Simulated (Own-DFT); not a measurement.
Simulation results for Al3GaN4 (wurtzite random alloy, strained, atoms displaced)

A calculation, not a measurement: plane-wave PBE density functional theory by an unreviewed code, no spin, of a simulated periodic cell, stress positive in tension, free energy of the whole cell less one offset for each atom, forces on such cells passed a denser k mesh, this cell's mesh not checked; offsets are fitted by least squares, one for each functional and potential file, so energies compare only between cells with the same atoms and settings and are not formation energies; the far tail of each file's local potential was reset to the Coulomb form; each entry is a single point on an unrelaxed cell, so the pressure reflects the starting lattice, mostly measured values, from which strain is counted, and rises with the displacements; printed positions are rounded, which can move forces by about a meV/angstrom; the program is a retired in-house code; no spin-orbit coupling. Program: Own-DFT development build.

Settings shared by all entries: functional PBE; potential files PseudoDojo norm-conserving, scalar-relativistic, standard set with the stringent files for Ga; wave cutoff 96 hartree; occupations Gaussian; smearing width 0.01 eV; k mesh 4 x 4 x 3 centred on Gamma.

(1) 
```cif
# cell vector a (Å): 9.6756 0.0000 0.0000
# cell vector b (Å): -4.8378 8.3793 0.0000
# cell vector c (Å): 0.0000 0.0000 10.0655
data_Al3GaN4
_symmetry_space_group_name_H-M 'P 1'
_symmetry_Int_Tables_number 1
_cell_length_a 9.6756
_cell_length_b 9.6756
_cell_length_c 10.0655
_cell_angle_alpha 90.000
_cell_angle_beta 90.000
_cell_angle_gamma 120.000
_cell_volume 816.06
loop_
_atom_site_label
_atom_site_type_symbol
_atom_site_fract_x
_atom_site_fract_y
_atom_site_fract_z
_atom_site_occupancy
Al1 Al 0.11240 0.21764 0.00178 1
Al2 Al 0.21951 0.11446 0.25162 1
N1 N 0.11138 0.22316 0.18671 1
N2 N 0.21554 0.11222 0.43641 1
Al3 Al 0.12269 0.23208 0.48961 1
Ga1 Ga 0.23562 0.11846 0.75276 1
N3 N 0.10037 0.22019 0.69781 1
N4 N 0.21849 0.10713 0.94306 1
Al4 Al 0.11422 0.56128 0.00794 1
Al5 Al 0.23215 0.44597 0.25155 1
N5 N 0.10513 0.55013 0.18776 1
N6 N 0.20777 0.44139 0.45087 1
Al6 Al 0.11354 0.55326 0.49846 1
Al7 Al 0.21506 0.44461 0.74668 1
N7 N 0.11656 0.55807 0.69031 1
N8 N 0.21739 0.44185 0.95177 1
Al8 Al 0.11313 0.89766 0.99831 1
Ga2 Ga 0.21555 0.77048 0.25114 1
N9 N 0.10717 0.88049 0.19066 1
N10 N 0.22551 0.77268 0.43895 1
Al9 Al 0.10751 0.87762 0.49771 1
Al10 Al 0.23023 0.77489 0.74862 1
N11 N 0.10204 0.88509 0.69140 1
N12 N 0.21774 0.77641 0.94953 1
Al11 Al 0.45269 0.21791 0.99316 1
Al12 Al 0.55036 0.10915 0.25460 1
N13 N 0.44775 0.21984 0.18402 1
N14 N 0.55193 0.10556 0.43653 1
Al13 Al 0.43638 0.22174 0.48416 1
Ga3 Ga 0.55052 0.09556 0.74966 1
N15 N 0.43672 0.21557 0.69394 1
N16 N 0.56452 0.11674 0.94005 1
Ga4 Ga 0.44319 0.55687 0.99965 1
Al14 Al 0.55971 0.44224 0.24406 1
N17 N 0.44990 0.56110 0.19194 1
N18 N 0.55845 0.44507 0.45124 1
Al15 Al 0.44821 0.55243 0.50233 1
Al16 Al 0.55063 0.44203 0.75158 1
N19 N 0.44990 0.56058 0.68705 1
N20 N 0.55419 0.43296 0.93420 1
Ga5 Ga 0.44951 0.90409 0.00512 1
Al17 Al 0.56111 0.77660 0.25063 1
N21 N 0.43538 0.88451 0.20112 1
N22 N 0.56204 0.77671 0.44029 1
Ga6 Ga 0.44595 0.88616 0.50361 1
Ga7 Ga 0.55651 0.78211 0.74339 1
N23 N 0.44903 0.89583 0.69708 1
N24 N 0.55086 0.76287 0.94709 1
Al18 Al 0.77242 0.21924 0.00968 1
Al19 Al 0.89696 0.11952 0.25233 1
N25 N 0.78050 0.22411 0.19513 1
N26 N 0.88665 0.11451 0.44351 1
Al20 Al 0.79144 0.22693 0.49521 1
Al21 Al 0.88946 0.11249 0.75457 1
N27 N 0.78113 0.23165 0.69090 1
N28 N 0.89303 0.11512 0.93880 1
Al22 Al 0.77652 0.55982 0.00343 1
Al23 Al 0.87408 0.43896 0.25442 1
N29 N 0.78778 0.56570 0.19391 1
N30 N 0.89460 0.44751 0.43455 1
Al24 Al 0.77484 0.56733 0.50676 1
Ga8 Ga 0.88816 0.45241 0.75058 1
N31 N 0.77715 0.55381 0.68955 1
N32 N 0.89567 0.44097 0.94124 1
Al25 Al 0.78543 0.88550 0.00864 1
Ga9 Ga 0.87865 0.76923 0.24765 1
N33 N 0.77840 0.88874 0.19288 1
N34 N 0.89067 0.77795 0.43623 1
Al26 Al 0.77341 0.88980 0.50210 1
Al27 Al 0.89958 0.78035 0.75016 1
N35 N 0.78268 0.88386 0.69079 1
N36 N 0.89288 0.77640 0.94521 1
_calc_free_energy_of_cell_above_offsets '-21.376'  # eV
_calc_pressure -4.47  # GPa
_calc_stress_xx 8.75  # GPa
_calc_stress_yy 6.46  # GPa
_calc_stress_zz -1.81  # GPa
_calc_stress_yz 0.02  # GPa
_calc_stress_xz 0.19  # GPa
_calc_stress_xy 0.09  # GPa
```

Force:
```tsv
element	x (eV/Å)	y (eV/Å)	z (eV/Å)
Al	-0.781	0.95	-1.22
Al	0.482	-1.375	-1.585
N	0.555	0.103	1.651
N	0.944	-0.179	0.285
Al	-1.845	-2.072	2.488
Ga	-3.327	-1.5	-0.252
N	1.478	1.037	-1.441
N	0.971	0.919	0.931
Al	-0.065	-0.973	-1.276
Al	-1.879	0.288	-0.655
N	0.448	-0.842	1.943
N	3.304	0.664	-2.043
Al	-1.863	0.721	0.289
Al	0.912	-0.656	1.145
N	-0.027	0.764	-0.443
N	0.067	-0.131	-1.436
Al	0.647	-1.828	0.751
Ga	-0.17	-0.266	-0.892
N	-0.707	2.067	-0.113
N	-0.984	-0.054	1.963
Al	-0.282	0.714	0.162
Al	-1.768	-0.003	1.121
N	2.668	0.23	-0.863
N	0.263	0.884	-1.651
Al	-1.604	0.384	0.28
Al	0.723	-0.733	-0.805
N	-0.483	0.523	1.058
N	-0.187	1.415	1.114
Al	1.413	-0.552	2.043
Ga	0.304	5.019	-0.117
N	2.086	1.781	-1.826
N	-0.219	-0.049	0.695
Ga	-0.217	-2.088	-0.252
Al	-0.391	0.477	0.478
N	0.674	-1.083	1.618
N	-0.519	-0.369	-1.904
Al	-0.821	0.592	-0.375
Al	0.606	0.025	-1.15
N	-0.712	-1.399	0.553
N	0.35	0.855	1.507
Ga	0.208	-2.648	0.51
Al	-1.124	0.7	-0.192
N	2.066	1.095	-0.527
N	-0.281	-0.793	0.267
Ga	-0.074	0.279	-1.291
Ga	1.491	-0.768	1.686
N	-0.7	-3.414	-1.131
N	0.532	3.837	-0.866
Al	1.856	1.122	-1.574
Al	-0.579	-0.822	-0.107
N	-0.868	-0.711	0.267
N	1.656	-0.687	-0.785
Al	-2.123	0.587	1.078
Al	-0.467	-0.062	-0.839
N	0.558	-1.754	-0.805
N	-0.425	-1.174	1.837
Al	1.222	-0.849	-1.108
Al	2.094	0.94	-1.066
N	-1.375	-3.968	-1.195
N	-0.78	0.066	1.705
Al	1.51	-1.033	-0.97
Ga	0.925	-0.941	0.356
N	-1.361	1.211	0.551
N	-1.376	0.476	1.546
Al	-1.127	0.42	-1.827
Ga	1.166	2.731	0.56
N	-0.722	1	0.267
N	-0.625	0.17	1.836
Al	1.432	0.516	-0.231
Al	-1.896	-0.926	0.668
N	-0.392	0.972	0.007
N	-0.464	0.164	-0.407
```

(2) 
```cif
# cell vector a (Å): 9.6756 0.0000 0.0000
# cell vector b (Å): -4.8378 8.3793 0.0000
# cell vector c (Å): 0.0000 0.0000 10.0655
data_Al3GaN4
_symmetry_space_group_name_H-M 'P 1'
_symmetry_Int_Tables_number 1
_cell_length_a 9.6756
_cell_length_b 9.6756
_cell_length_c 10.0655
_cell_angle_alpha 90.000
_cell_angle_beta 90.000
_cell_angle_gamma 120.000
_cell_volume 816.06
loop_
_atom_site_label
_atom_site_type_symbol
_atom_site_fract_x
_atom_site_fract_y
_atom_site_fract_z
_atom_site_occupancy
Al1 Al 0.11172 0.22196 0.00720 1
Al2 Al 0.21325 0.10650 0.25004 1
N1 N 0.10812 0.23267 0.18960 1
N2 N 0.21443 0.11363 0.43256 1
Al3 Al 0.11752 0.22630 0.48965 1
Al4 Al 0.22422 0.11302 0.74473 1
N3 N 0.12168 0.22104 0.68515 1
N4 N 0.23273 0.12194 0.93409 1
Al5 Al 0.10489 0.55684 0.99891 1
Al6 Al 0.21402 0.44425 0.25229 1
N5 N 0.11714 0.56393 0.19054 1
N6 N 0.22264 0.43823 0.43727 1
Al7 Al 0.11145 0.55410 0.50428 1
Al8 Al 0.21802 0.44623 0.75639 1
N7 N 0.11558 0.55869 0.67879 1
N8 N 0.21232 0.43504 0.93516 1
Ga1 Ga 0.10854 0.89151 0.99248 1
Ga2 Ga 0.22842 0.77916 0.24876 1
N9 N 0.11015 0.88362 0.19657 1
N10 N 0.21713 0.77953 0.43725 1
Al9 Al 0.09595 0.88040 0.50518 1
Al10 Al 0.22351 0.77866 0.75468 1
N11 N 0.10329 0.88256 0.69195 1
N12 N 0.22068 0.76993 0.93770 1
Al11 Al 0.44313 0.21829 0.00046 1
Al12 Al 0.56399 0.12154 0.25116 1
N13 N 0.43792 0.21905 0.18418 1
N14 N 0.56256 0.11806 0.43831 1
Ga3 Ga 0.44631 0.22622 0.49717 1
Al13 Al 0.56125 0.11920 0.74970 1
N15 N 0.44412 0.21902 0.69377 1
N16 N 0.55656 0.11036 0.94255 1
Ga4 Ga 0.45129 0.55404 0.99069 1
Al14 Al 0.54887 0.44401 0.24596 1
N17 N 0.45840 0.56955 0.18746 1
N18 N 0.56411 0.45618 0.43866 1
Al15 Al 0.43611 0.55592 0.49947 1
Al16 Al 0.55217 0.44448 0.74125 1
N19 N 0.44731 0.55224 0.68323 1
N20 N 0.55378 0.44500 0.94145 1
Ga5 Ga 0.44358 0.89249 0.00380 1
Al17 Al 0.56134 0.77750 0.25499 1
N21 N 0.44609 0.89475 0.19277 1
N22 N 0.54116 0.76562 0.43756 1
Ga6 Ga 0.44984 0.89364 0.49259 1
Al18 Al 0.55513 0.77888 0.75006 1
N23 N 0.43421 0.89071 0.68576 1
N24 N 0.55070 0.77448 0.94783 1
Al19 Al 0.77343 0.21587 0.99923 1
Ga7 Ga 0.88947 0.10601 0.24893 1
N25 N 0.77854 0.22486 0.19351 1
N26 N 0.89031 0.10922 0.43911 1
Ga8 Ga 0.77554 0.21739 0.50622 1
Ga9 Ga 0.87841 0.10333 0.75554 1
N27 N 0.78519 0.22436 0.69328 1
N28 N 0.89206 0.11047 0.93232 1
Al20 Al 0.78280 0.56172 0.00233 1
Al21 Al 0.88836 0.44395 0.25144 1
N29 N 0.79116 0.56478 0.19525 1
N30 N 0.88527 0.44983 0.43809 1
Al22 Al 0.78525 0.55832 0.49620 1
Al23 Al 0.88262 0.43986 0.75145 1
N31 N 0.76697 0.54194 0.69850 1
N32 N 0.89193 0.45019 0.93460 1
Al24 Al 0.78813 0.89712 0.00310 1
Al25 Al 0.89688 0.77736 0.24914 1
N33 N 0.78713 0.88621 0.19685 1
N34 N 0.89192 0.78250 0.43647 1
Al26 Al 0.77579 0.88805 0.51021 1
Al27 Al 0.88330 0.76629 0.75354 1
N35 N 0.76546 0.87789 0.68046 1
N36 N 0.89264 0.78658 0.93557 1
_calc_free_energy_of_cell_above_offsets '-22.578'  # eV
_calc_pressure -4.57  # GPa
_calc_stress_xx 9.14  # GPa
_calc_stress_yy 9.11  # GPa
_calc_stress_zz -4.53  # GPa
_calc_stress_yz -0.13  # GPa
_calc_stress_xz -0.04  # GPa
_calc_stress_xy 0.36  # GPa
```

Force:
```tsv
element	x (eV/Å)	y (eV/Å)	z (eV/Å)
Al	0.306	0.504	-2.177
Al	0.791	0.166	-0.834
N	1.365	-0.892	0.15
N	1.021	-0.87	1.002
Al	-0.852	-0.79	1.696
Al	-0.188	-0.422	0.046
N	-1.353	0.583	-0.133
N	-0.879	-0.7	0.84
Al	1.239	-0.483	0.246
Al	1.028	1.347	-0.937
N	-0.409	-2.168	-0.525
N	-0.989	1.041	0.181
Al	-0.258	0.471	-2.844
Al	0.734	-0.826	-2.451
N	-0.484	-0.417	3.551
N	-0.412	0.684	1.684
Ga	1.284	0.504	0.88
Ga	-0.505	0.362	0.339
N	-0.687	1.501	-1.359
N	-0.079	-0.44	1.547
Al	1.659	1.067	-1
Al	-0.397	-0.214	-1.85
N	0.091	0.154	0.554
N	-0.566	0.414	0.4
Al	0.001	0.847	-0.781
Al	-0.916	-0.922	-0.623
N	0.276	0.428	1.451
N	-0.497	-0.271	-0.275
Ga	-0.494	0.114	-0.173
Al	-0.48	-1.243	-0.121
N	0.197	0.447	-0.071
N	0.07	1.077	-0.701
Ga	-1.851	0.048	1.331
Al	0.679	0.511	0.128
N	-0.9	-1.718	0.707
N	-0.478	-0.421	-0.074
Al	1.1	-0.577	-0.584
Al	-0.19	-0.748	1.021
N	-1.232	0.682	1.546
N	2.265	-0.872	-0.817
Ga	0.237	-0.923	-0.285
Al	-0.46	0.352	-1.304
N	1.615	0.769	0.902
N	1.44	1.343	0.614
Ga	-1.393	-0.648	0.316
Al	-0.955	-0.602	-0.093
N	1.701	0.556	1.496
N	1.338	1.725	-1.791
Al	0.322	1.002	0.191
Ga	-0.714	0.415	0.464
N	-0.032	0.215	-1.142
N	0.035	-0.317	1.253
Ga	0.774	0.981	-1.506
Ga	2.053	0.176	-3.193
N	-1.556	-0.038	0.982
N	-0.366	-0.03	4.225
Al	-0.408	-0.469	-0.226
Al	0.382	0.703	-0.3
N	-0.866	-1.361	-1.097
N	1.565	-0.456	0.645
Al	-1.386	0.249	0.287
Al	0.845	0.835	-0.921
N	0.909	1.359	-1.241
N	-0.414	-0.791	1.398
Al	-0.961	-1.164	0.028
Al	-0.382	0.068	0.499
N	-0.792	-0.25	-1.317
N	-0.961	-0.77	1.273
Al	0.243	-0.154	-4.505
Al	-0.251	0.486	-1.458
N	0.526	-0.044	3.989
N	-1.098	-1.173	0.846
```

(3) 
```cif
# cell vector a (Å): 9.6756 0.0000 0.0000
# cell vector b (Å): -4.8378 8.3793 0.0000
# cell vector c (Å): 0.0000 0.0000 10.0655
data_Al3GaN4
_symmetry_space_group_name_H-M 'P 1'
_symmetry_Int_Tables_number 1
_cell_length_a 9.6756
_cell_length_b 9.6756
_cell_length_c 10.0655
_cell_angle_alpha 90.000
_cell_angle_beta 90.000
_cell_angle_gamma 120.000
_cell_volume 816.06
loop_
_atom_site_label
_atom_site_type_symbol
_atom_site_fract_x
_atom_site_fract_y
_atom_site_fract_z
_atom_site_occupancy
Al1 Al 0.11320 0.23260 0.00132 1
Ga1 Ga 0.22073 0.11594 0.24599 1
N1 N 0.11343 0.22172 0.18256 1
N2 N 0.22837 0.11429 0.43309 1
Ga2 Ga 0.11090 0.21799 0.49866 1
Al2 Al 0.21193 0.12026 0.75399 1
N3 N 0.10948 0.22477 0.69337 1
N4 N 0.23325 0.11902 0.94721 1
Al3 Al 0.10859 0.56128 0.00502 1
Al4 Al 0.22018 0.44244 0.24618 1
N5 N 0.11643 0.55321 0.18947 1
N6 N 0.22952 0.44324 0.43423 1
Ga3 Ga 0.10704 0.54809 0.50174 1
Al5 Al 0.23130 0.45340 0.75838 1
N7 N 0.10917 0.55567 0.69173 1
N8 N 0.21832 0.43271 0.94076 1
Al6 Al 0.12388 0.88759 0.99904 1
Al7 Al 0.21725 0.76409 0.25680 1
N9 N 0.12262 0.90159 0.19733 1
N10 N 0.22121 0.78035 0.44344 1
Al8 Al 0.10227 0.87781 0.50115 1
Ga4 Ga 0.22645 0.77955 0.75215 1
N11 N 0.11219 0.89007 0.69042 1
N12 N 0.22067 0.77147 0.94119 1
Al9 Al 0.44352 0.21499 0.99120 1
Al10 Al 0.56264 0.11596 0.25830 1
N13 N 0.44424 0.21411 0.18955 1
N14 N 0.55610 0.11616 0.44708 1
Al11 Al 0.44859 0.22787 0.50311 1
Al12 Al 0.55393 0.10692 0.75100 1
N15 N 0.43229 0.21857 0.69079 1
N16 N 0.56149 0.12526 0.94323 1
Al13 Al 0.44420 0.55042 0.99939 1
Al14 Al 0.54659 0.43802 0.25112 1
N17 N 0.44283 0.54972 0.18135 1
N18 N 0.55195 0.44239 0.44627 1
Al15 Al 0.44375 0.55853 0.49548 1
Ga5 Ga 0.54633 0.43599 0.75045 1
N19 N 0.43861 0.55378 0.68675 1
N20 N 0.56215 0.44516 0.95123 1
Al16 Al 0.44324 0.89215 0.00257 1
Al17 Al 0.54248 0.77691 0.24954 1
N21 N 0.44512 0.89160 0.19638 1
N22 N 0.55985 0.78016 0.43559 1
Al18 Al 0.45107 0.89525 0.50583 1
Al19 Al 0.55889 0.77508 0.74996 1
N23 N 0.44949 0.89256 0.68322 1
N24 N 0.56018 0.77680 0.94930 1
Ga6 Ga 0.78186 0.23148 0.99190 1
Al20 Al 0.88676 0.10722 0.25123 1
N25 N 0.78607 0.22906 0.19012 1
N26 N 0.89097 0.11256 0.43179 1
Ga7 Ga 0.78788 0.22990 0.50320 1
Al21 Al 0.88414 0.10093 0.74626 1
N27 N 0.77220 0.22675 0.68896 1
N28 N 0.88373 0.11207 0.94526 1
Al22 Al 0.78135 0.54879 0.99600 1
Ga8 Ga 0.88034 0.43968 0.24588 1
N29 N 0.77790 0.54157 0.19991 1
N30 N 0.88676 0.45626 0.44340 1
Al23 Al 0.77334 0.54374 0.50090 1
Al24 Al 0.88500 0.44319 0.74613 1
N31 N 0.77742 0.55810 0.69478 1
N32 N 0.88605 0.45263 0.94112 1
Ga9 Ga 0.77430 0.88062 0.00836 1
Al25 Al 0.88954 0.77516 0.24310 1
N33 N 0.77323 0.87751 0.19584 1
N34 N 0.88250 0.77416 0.43917 1
Al26 Al 0.77923 0.89028 0.49296 1
Al27 Al 0.87562 0.76864 0.75595 1
N35 N 0.77950 0.88808 0.69481 1
N36 N 0.88712 0.78541 0.93744 1
_calc_free_energy_of_cell_above_offsets '-22.190'  # eV
_calc_pressure -4.82  # GPa
_calc_stress_xx 7.55  # GPa
_calc_stress_yy 8.73  # GPa
_calc_stress_zz -1.81  # GPa
_calc_stress_yz -0.27  # GPa
_calc_stress_xz -0.07  # GPa
_calc_stress_xy 1.27  # GPa
```

Force:
```tsv
element	x (eV/Å)	y (eV/Å)	z (eV/Å)
Al	0.143	-2.781	-0.39
Ga	1.14	0.391	-0.027
N	-1.836	0.694	1.278
N	-0.031	-0.699	2.287
Ga	0.923	0.29	-0.281
Al	1.908	-1.638	-0.051
N	-1.038	0.357	0.392
N	-1.603	-1.224	-1.205
Al	0.643	-1.344	-0.897
Al	0.829	-0.552	-0.321
N	-0.481	0.371	0.151
N	-0.792	0.327	0.158
Ga	0.589	1.047	-0.544
Al	-1.342	-1.042	-1.494
N	0.471	-0.9	1.242
N	-0.304	3.002	0.142
Al	-2.161	1.248	0.604
Al	-0.374	2.162	-0.178
N	-0.224	-3.855	-1.712
N	0.868	-0.303	0.134
Al	0.008	1.192	-0.455
Ga	-0.791	0.125	-1.53
N	-1.105	0.239	0.675
N	0.716	0.809	1.128
Al	-0.351	1.943	2.152
Al	-0.798	-0.11	-0.937
N	0.703	1.233	-0.155
N	0.418	-0.304	-0.184
Al	-0.941	-1.004	-0.586
Al	-0.721	0.806	-0.459
N	0.782	-0.722	0.435
N	0.17	-2.746	-1.394
Al	0.268	0.121	-0.371
Al	0.807	-0.325	-0.464
N	-0.576	0.444	2.13
N	0.125	0.467	-0.555
Al	0.517	-0.146	0.087
Ga	0.499	0.727	0.382
N	0.028	0.993	0.536
N	-0.741	-0.352	-0.869
Al	1.012	0.1	0.423
Al	1.861	-0.602	-0.598
N	-0.43	-0.088	-0.577
N	-0.829	-0.042	1.111
Al	-0.621	-0.433	-2.514
Al	-0.362	0.253	0.274
N	0.844	-0.243	2.735
N	-2.327	-0.707	-1.617
Ga	0.402	-0.633	1.148
Al	0.371	0.264	-2.144
N	-0.177	-2.39	0.465
N	-0.283	-0.554	1.672
Ga	-0.821	-0.371	-1.25
Al	-0.244	1.503	1.291
N	0.951	-0.715	1.759
N	1.287	0.09	-1.27
Al	-2.322	1.596	1.373
Ga	2.336	-0.036	1.311
N	-3.174	2.749	-2.171
N	1.724	-1.637	-0.207
Al	-2.047	2.329	0.28
Al	0.19	0.731	0.443
N	0.223	-0.849	-0.575
N	2.443	0.056	-1.083
Ga	-0.034	1.504	-0.499
Al	0.484	-0.269	1.096
N	-0.61	0.88	1.104
N	0.46	-0.131	0.169
Al	0.332	-0.592	0.215
Al	1.34	1.22	-1.278
N	-0.674	-0.401	-1.228
N	2.348	-1.521	1.292
```

(4) 
```cif
# cell vector a (Å): 9.6756 0.0000 0.0000
# cell vector b (Å): -4.8378 8.3793 0.0000
# cell vector c (Å): 0.0000 0.0000 10.0655
data_Al3GaN4
_symmetry_space_group_name_H-M 'P 1'
_symmetry_Int_Tables_number 1
_cell_length_a 9.6756
_cell_length_b 9.6756
_cell_length_c 10.0655
_cell_angle_alpha 90.000
_cell_angle_beta 90.000
_cell_angle_gamma 120.000
_cell_volume 816.06
loop_
_atom_site_label
_atom_site_type_symbol
_atom_site_fract_x
_atom_site_fract_y
_atom_site_fract_z
_atom_site_occupancy
Al1 Al 0.10853 0.22720 0.99989 1
Al2 Al 0.22166 0.11462 0.25512 1
N1 N 0.10612 0.22334 0.18590 1
N2 N 0.22177 0.10852 0.44492 1
Al3 Al 0.11498 0.23031 0.50427 1
Al4 Al 0.21667 0.10646 0.75130 1
N3 N 0.11626 0.21955 0.69188 1
N4 N 0.21743 0.10879 0.94094 1
Al5 Al 0.10793 0.55287 0.99880 1
Al6 Al 0.21948 0.44541 0.23874 1
N5 N 0.10114 0.55025 0.19173 1
N6 N 0.22638 0.44807 0.43906 1
Ga1 Ga 0.10691 0.55477 0.49695 1
Al7 Al 0.21149 0.43902 0.75813 1
N7 N 0.12016 0.55913 0.68749 1
N8 N 0.22416 0.44128 0.94148 1
Al8 Al 0.09904 0.88245 0.00154 1
Al9 Al 0.23155 0.77832 0.25515 1
N9 N 0.10849 0.88216 0.19050 1
N10 N 0.22365 0.78571 0.45637 1
Ga2 Ga 0.10800 0.87882 0.50490 1
Al10 Al 0.21746 0.76962 0.75280 1
N11 N 0.10990 0.88346 0.69273 1
N12 N 0.22179 0.77936 0.93666 1
Al11 Al 0.44773 0.22223 0.99924 1
Ga3 Ga 0.55180 0.10965 0.24311 1
N13 N 0.44584 0.22084 0.19178 1
N14 N 0.55612 0.10666 0.42712 1
Al12 Al 0.44749 0.23218 0.50294 1
Al13 Al 0.56323 0.11400 0.75129 1
N15 N 0.44294 0.21391 0.69880 1
N16 N 0.55297 0.10812 0.94135 1
Al14 Al 0.44043 0.54996 0.99812 1
Al15 Al 0.55451 0.44479 0.24993 1
N17 N 0.45218 0.56215 0.18773 1
N18 N 0.56245 0.44189 0.44447 1
Ga4 Ga 0.44285 0.55885 0.49560 1
Al16 Al 0.55273 0.44147 0.74427 1
N19 N 0.45091 0.55857 0.68255 1
N20 N 0.55147 0.44368 0.93965 1
Ga5 Ga 0.43838 0.88740 0.00202 1
Al17 Al 0.55607 0.78017 0.24955 1
N21 N 0.44363 0.89326 0.18537 1
N22 N 0.55515 0.78464 0.44769 1
Al18 Al 0.44851 0.89516 0.49871 1
Al19 Al 0.55011 0.77765 0.74676 1
N23 N 0.44948 0.89173 0.70487 1
N24 N 0.55016 0.77284 0.94691 1
Al20 Al 0.76832 0.21928 0.00017 1
Ga6 Ga 0.89341 0.11451 0.25629 1
N25 N 0.78025 0.23355 0.18189 1
N26 N 0.88789 0.10697 0.44108 1
Al21 Al 0.78274 0.22363 0.48616 1
Al22 Al 0.88386 0.10133 0.74836 1
N27 N 0.77166 0.22439 0.69969 1
N28 N 0.88939 0.10864 0.94178 1
Al23 Al 0.77445 0.55518 0.99509 1
Ga7 Ga 0.89522 0.44880 0.25300 1
N29 N 0.77409 0.55163 0.17931 1
N30 N 0.88861 0.45214 0.44090 1
Al24 Al 0.77284 0.54995 0.50611 1
Al25 Al 0.88282 0.44141 0.74764 1
N31 N 0.77902 0.55998 0.68474 1
N32 N 0.89259 0.44041 0.93709 1
Ga8 Ga 0.78075 0.88819 0.99119 1
Ga9 Ga 0.88546 0.77384 0.25511 1
N33 N 0.77075 0.88517 0.18161 1
N34 N 0.88442 0.76693 0.44342 1
Al26 Al 0.78229 0.88963 0.49630 1
Al27 Al 0.88219 0.77262 0.75397 1
N35 N 0.76089 0.88503 0.69056 1
N36 N 0.89729 0.77899 0.94486 1
_calc_pressure ?
_calc_stress_zz ?
```

## Withheld values
1. Estimate the pressure of Al3GaN4 (wurtzite random alloy, strained, atoms displaced) (entry 4).
2. What stress zz does the calculation give for Al3GaN4 (wurtzite random alloy, strained, atoms displaced) (entry 4)?

Answers
1. -5.11 GPa
2. -2.17 GPa

Further results for Al3GaN4 (wurtzite random alloy, strained, atoms displaced) (entry 4):

* free energy of cell above offsets: -22.646 eV
* stress xx: 8.73 GPa
* stress yy: 8.77 GPa
* stress yz: -0.09 GPa
* stress xz: -0.16 GPa
* stress xy: -0.59 GPa

Force:
```tsv
element	x (eV/Å)	y (eV/Å)	z (eV/Å)
Al	0.628	-1.647	-0.622
Al	0.344	-0.818	-0.922
N	1.45	0.642	0.848
N	-0.442	1.3	-0.161
Al	0.724	-0.733	-0.545
Al	1.041	-0.368	0.25
N	-1.548	0.239	0.111
N	0.047	0.203	0.544
Al	-0.207	0.612	-0.199
Al	0.57	0.035	0.998
N	2.875	1.843	-0.617
N	-0.957	-1.212	-1.306
Ga	0.994	0.583	0.386
Al	1.31	0.442	-1.812
N	-1.053	-1.295	1.433
N	-0.922	0.481	0.761
Al	2.398	1.541	0.273
Al	-1.719	0.188	-0.268
N	0.659	0.885	0.722
N	2.53	-1.108	-2.7
Ga	-1.461	1.505	-0.118
Al	0.522	1.444	-0.702
N	-0.907	-0.029	1.492
N	-1.116	-1.374	1.092
Al	-0.954	-0.44	-0.332
Ga	0.719	0.756	-0.553
N	-1.921	0.983	-0.414
N	0.085	0.96	3.144
Al	0.35	-2.109	0.038
Al	-1.395	-1.205	0.441
N	-0.293	0.962	-1.145
N	-0.031	1.154	0.168
Al	0.656	1.079	-0.107
Al	0.764	-0.101	-0.455
N	-1.022	-1.006	0.787
N	-0.718	0.263	-0.963
Ga	0.673	0.169	0.104
Al	-0.312	0.053	0.447
N	-0.722	-0.723	2.318
N	0.578	-0.026	-0.471
Ga	0.516	-0.19	-1.824
Al	0.101	0.302	-0.39
N	0.365	-1.825	2.345
N	0.651	0.297	-1.767
Al	-0.23	0.04	1.452
Al	-0.124	-0.791	0.957
N	-1.051	0.068	-1.902
N	0.262	-0.7	-1.468
Al	1.205	0.124	-1.102
Ga	-0.985	-0.738	-2.622
N	0.512	-1.181	1.451
N	0.41	0.945	1.725
Al	-1.328	-0.314	1.354
Al	-0.409	0.957	0.456
N	1.899	0.051	-2.084
N	-0.49	1.206	-0.891
Al	0.495	-0.333	-0.043
Ga	-2.302	-0.484	-1.211
N	-0.524	-0.106	1.481
N	-0.103	-1.487	0.986
Al	0.174	0.74	-1.485
Al	0.719	0.57	0.147
N	0.063	-0.799	2.222
N	-0.984	0.391	-0.02
Ga	-0.851	-0.286	0.611
Ga	-0.012	-0.115	-1.644
N	0.125	0.428	2.273
N	-1.027	0.48	0.899
Al	-0.639	-0.901	0.775
Al	0.361	0.798	-0.696
N	2.503	0.461	-0.233
N	-1.523	-1.736	-1.697
```
